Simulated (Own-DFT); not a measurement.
# How strain changes the stress of diamond silicon, 64 atoms (Si64)

Calculated results; nothing here was measured. The program, named Own-DFT, is a retired in-house plane-wave density functional code that no person has reviewed. Each row is one single-point run on a periodic cell that was not relaxed, without spin or spin-orbit coupling.

Settings of every run: PBE; PseudoDojo norm-conserving scalar-relativistic files; cutoff 20 hartree; 3 x 3 x 3 k mesh centred on Gamma; Fermi-Dirac smearing of 0.1 eV.

Known limits: k mesh not checked against a denser one; stress not checked against mesh or cutoff.

Unstrained cell vectors in Å: (10.862, 0.000, 0.000); (0.000, 10.862, 0.000); (0.000, 0.000, 10.862). The unstrained cell has measured lattice constants (interpolated for alloys), not those of this functional. That, the random moves and any unrelaxed bonds set the pressure at no strain. Each run strains this cell uniformly, with the atoms carried along. Every atom was also moved at random, by a Gaussian of width 0.05 Å on each axis. Strain is the symmetric tensor, in per cent. Stress is positive in tension, and the pressure is minus a third of its trace.

| run | e_xx (%) | e_yy (%) | e_zz (%) | e_yz (%) | e_xz (%) | e_xy (%) | s_xx (GPa) | s_yy (GPa) | s_zz (GPa) | s_yz (GPa) | s_xz (GPa) | s_xy (GPa) | P (GPa) | E (meV/atom) |
|---|---|---|---|---|---|---|---|---|---|---|---|---|---|---|
| 1 | -1.48 | -0.45 | -1.19 | 1.02 | 0.17 | 0.68 | -6.47 | -5.44 | -6.27 | 1.90 | 0.96 | 1.14 | 6.06 | 38.5 |
| 2 | -1.48 | -0.75 | 0.29 | -0.43 | -1.51 | -0.87 | -5.42 | -4.87 | -3.84 | -1.14 | -2.94 | -2.51 | 4.71 | 24.6 |
| 3 | 0.78 | -0.83 | 1.24 | -1.21 | -1.34 | -0.20 | -1.26 | -2.46 | -0.68 | -2.85 | -2.02 | -0.44 | 1.47 | 7.0 |
| 4 | -0.55 | -0.06 | -1.58 | -0.37 | -0.46 | 1.24 | -4.87 | -4.26 | -5.59 | -0.87 | -2.36 | 3.17 | 4.90 | 17.6 |
| 5 | -1.85 | 1.07 | -1.14 | 0.36 | 1.68 | 0.93 | -5.67 | -3.04 | -5.27 | 1.05 | 4.20 | 1.57 | 4.66 | 23.3 |
| 6 | -0.66 | 0.49 | 1.71 | -1.73 | 0.95 | -0.40 | -2.42 | -1.43 | -0.15 | -3.94 | 2.22 | -0.55 | 1.33 | 10.3 |
| 7 | -0.17 | 1.23 | 1.13 | 1.82 | -0.65 | 1.16 | -1.43 | -0.50 | -0.47 | 3.87 | -1.09 | 2.28 | 0.80 | 13.7 |
| 8 | -0.36 | -0.25 | 1.12 | -1.84 | 0.92 | 0.97 | -2.58 | -2.76 | -1.58 | -3.60 | 1.73 | 2.34 | 2.31 | 17.1 |
| 9 | -1.25 | 0.19 | 0.25 | 0.10 | 0.07 | 1.02 | -4.51 | -3.22 | -3.19 | 0.82 | 0.73 | 1.93 | 3.64 | 27.0 |
| 10 | 1.40 | -1.09 | -1.46 | 0.16 | 1.01 | -0.63 | -1.76 | -4.26 | -4.69 | 0.66 | 1.73 | -1.37 | 3.57 | 2.8 |
| 11 | -1.28 | -0.96 | 1.44 | -1.21 | -0.26 | -0.75 | -4.49 | -4.23 | -1.87 | -2.40 | -0.36 | -2.97 | 3.53 | 16.9 |
| 12 | -1.32 | -1.11 | 0.63 | 1.63 | 0.48 | -0.92 | -5.10 | -4.83 | -3.41 | 2.83 | 1.41 | -1.95 | 4.45 | 16.4 |
| 13 | 1.77 | 1.24 | -0.30 | 1.35 | 0.42 | -1.10 | 0.67 | 0.04 | -1.28 | 2.51 | 1.07 | -2.62 | 0.19 | 6.8 |
| 14 | 1.20 | -1.26 | 0.85 | -0.47 | 0.84 | 1.92 | -1.33 | -3.46 | -1.58 | -0.96 | 1.04 | 4.59 | 2.12 | 18.5 |
| 15 | 1.28 | -0.34 | -0.05 | -0.12 | 1.33 | -0.03 | -0.77 | -2.16 | -2.03 | -0.14 | 2.07 | 0.60 | 1.65 | 0.0 |
| 16 | 1.56 | 1.96 | -1.73 | -1.08 | 0.20 | 0.85 | -0.02 | 0.24 | -2.83 | -3.12 | -0.04 | 0.72 | 0.87 | 0.7 |
| 17 | -0.92 | -0.12 | 0.32 | -1.10 | 0.46 | -1.67 | -3.76 | -3.20 | -2.74 | -2.33 | 1.37 | -3.27 | 3.23 | 2.5 |
| 18 | 0.60 | 1.89 | -1.36 | -1.40 | 1.25 | 1.45 | ? | ? | ? | ? | ? | ? | ? | ? |

E is the free energy for each atom above the lowest run shown.

## Worked fit

Each stress component was fitted by least squares to a constant and the strains of the runs shown, as fractions, with shears doubled. Shear strains stay in the fit of a normal stress only where such slopes are resolved. The slopes, in GPa:

```
stress,at no strain,per e_xx,per e_yy,per e_zz,scatter
s_xx,-2.7,163 ± 4,65 ± 5,64 ± 5,0.20
s_yy,-2.8,71 ± 3,148 ± 4,62 ± 4,0.16
s_zz,-2.8,73 ± 4,65 ± 5,157 ± 4,0.17
```

Each shear stress against twice its own strain: yz 105 ± 4, xz 103 ± 8, xy 112 ± 7 GPa. These are stiffnesses along x, y and z of the frame in which the cell vectors are given, which need not be the crystal's axes. The atoms are held to the strained lattice; where symmetry lets them move under strain, relaxing them would lower some slopes. The table should be nearly symmetric about its diagonal, and what it lacks of that shows the noise. A ninth of its sum, 96 ± 2 GPa, estimates the bulk modulus near the mean pressure of these runs, 2.9 GPa, so it lies above the value at zero pressure.

## Withheld run

Question: what normal stresses and pressure should run 18 give?

The fit gives s_xx = -1.4, s_yy = -0.4, s_zz = -3.2 and P = 1.6 GPa. The calculation gave -1.65, -0.40, -3.15 and P = 1.73 GPa.
